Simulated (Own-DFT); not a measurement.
# Which defects push the lattice out? L1_0 TiAl

The numbers are computed, not measured, by runs of the plane-wave DFT program Own-DFT (in-house, retired, unreviewed) at fixed positions, with no spin and no spin-orbit coupling.

Common settings: PBEsol; PseudoDojo norm-conserving scalar-relativistic files, made for PBE; cutoff 42 hartree; 4 x 4 x 4 k mesh centred on Gamma; cold (Marzari-Vanderbilt) smearing of 0.2 eV.

Limits: forces on such cells failed a check on a denser k mesh; stress not checked against mesh or cutoff.

All runs share one cell, with vectors in Å (5.622, 5.622, 0.000); (-5.622, 5.622, 0.000); (0.000, 0.000, 8.133) and a volume of 514.0 Å³. Atoms were moved at random from their sites; u is the rms move along one axis. The defect's site can differ from row to row.

| cell | formula | u (Å) | P (GPa) |
|---|---|---|---|
| no defect | Al16Ti16 | 0.0208 | -1.66 |
| no defect | Al16Ti16 | 0.0405 | -1.28 |
| no defect | Al16Ti16 | 0.0471 | -1.16 |
| two Al vacancies | Al14Ti16 | 0.0311 | -3.35 |
| two Al vacancies | Al14Ti16 | 0.0484 | -3.16 |
| two Al vacancies | Al14Ti16 | 0.0488 | -3.06 |
| one Ti vacancy | Al16Ti15 | 0.0299 | -2.12 |
| one Ti vacancy | Al16Ti15 | 0.0307 | ? |
| one Ti vacancy | Al16Ti15 | 0.0307 | -2.03 |
| one Ti vacancy | Al16Ti15 | 0.0309 | -2.09 |

## Worked fit

P = P0 + c u² + a shift for each defect gives P0 = -1.70 GPa, c = 232 ± 36 GPa/Å² and a scatter of 0.06 GPa. The shifts, and each times the cell's volume:

- one Ti vacancy: -0.60 ± 0.05 GPa, -1.9 eV
- two Al vacancies: -1.93 ± 0.05 GPa, -6.2 eV (-3.1 eV for each of its 2 sites)

A positive shift means that the defect pushes the cell outwards. Shift times volume (160.2 GPa Å³ is 1 eV) depends little on the cell's size, so, taken for each site, it can be compared between cells at like pressure. The atoms around the defects weren't relaxed, which would change these numbers.

## The run left out

The question: what pressure belongs in the blank (one Ti vacancy, u = 0.0307 Å)?

The fit gives -2.08 ± 0.07 GPa. The calculation gave -2.15 GPa.
